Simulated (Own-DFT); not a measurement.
# Strain and stress in grey tin, 32 atoms (Sn32)

All numbers below are calculated, not measured. The program, named Own-DFT, is a retired in-house plane-wave density functional code that no person has reviewed. Each row is one single-point run on a periodic cell that was not relaxed, without spin or spin-orbit coupling.

Settings of every run: PBE; PseudoDojo norm-conserving scalar-relativistic files; cutoff 42 hartree; 3 x 3 x 5 k mesh centred on Gamma; cold (Marzari-Vanderbilt) smearing of 0.2 eV.

Known limits: forces on such cells failed a check on a denser k mesh; stress not checked against mesh or cutoff.

Unstrained cell vectors in Å: (12.978, 0.000, 0.000); (0.000, 12.978, 0.000); (0.000, 0.000, 6.489). The unstrained cell has measured lattice constants (interpolated for alloys), not those of this functional. That, the random moves and any unrelaxed bonds set the pressure at no strain. Each run strains this cell uniformly, with the atoms carried along. Every atom was also moved at random, by a Gaussian of width 0.05 Å on each axis. Strain is the symmetric tensor, in per cent. Stress is positive in tension, and the pressure is minus a third of its trace.

```
run,e_xx (%),e_yy (%),e_zz (%),s_xx (GPa),s_yy (GPa),s_zz (GPa),P (GPa),E (meV/atom)
1,-2.50,-2.50,0.00,-6.83,-6.85,-6.08,6.59,82.0
2,0.25,0.25,0.00,-3.26,-3.35,-3.47,3.36,18.5
3,-1.50,-1.50,0.00,-5.56,-5.55,-5.02,5.38,58.8
4,2.25,2.25,0.00,-1.33,-1.26,-1.90,1.50,0.0
5,-1.00,-1.00,0.00,-4.85,-4.87,-4.59,4.77,47.2
6,2.50,2.50,0.00,-1.11,-1.09,-1.78,1.32,2.0
7,-2.00,-2.00,0.00,-6.16,-6.15,-5.65,5.99,71.9
8,1.75,1.75,0.00,-1.74,-1.80,-2.25,1.93,2.3
9,-0.50,-0.50,0.00,?,?,?,?,?
```

E is the free energy for each atom above the lowest run shown.

## Worked fit

The change of volume is close to e_xx + e_yy + e_zz. A straight line through the runs shown gives P = 3.84 - 53 x (fractional change of volume) GPa, with an error of 1 on the slope and a scatter of 0.14 GPa. The strain isn't the same on all axes, but the crystal is cubic, so the slope still estimates the bulk modulus, averaged over pressures from 1.3 to 6.6 GPa.

## Withheld run

Question: what pressure should run 9 give? Its volume changes by -1.00 %.

The line gives 4.4 GPa. The calculation gave 4.19 GPa.
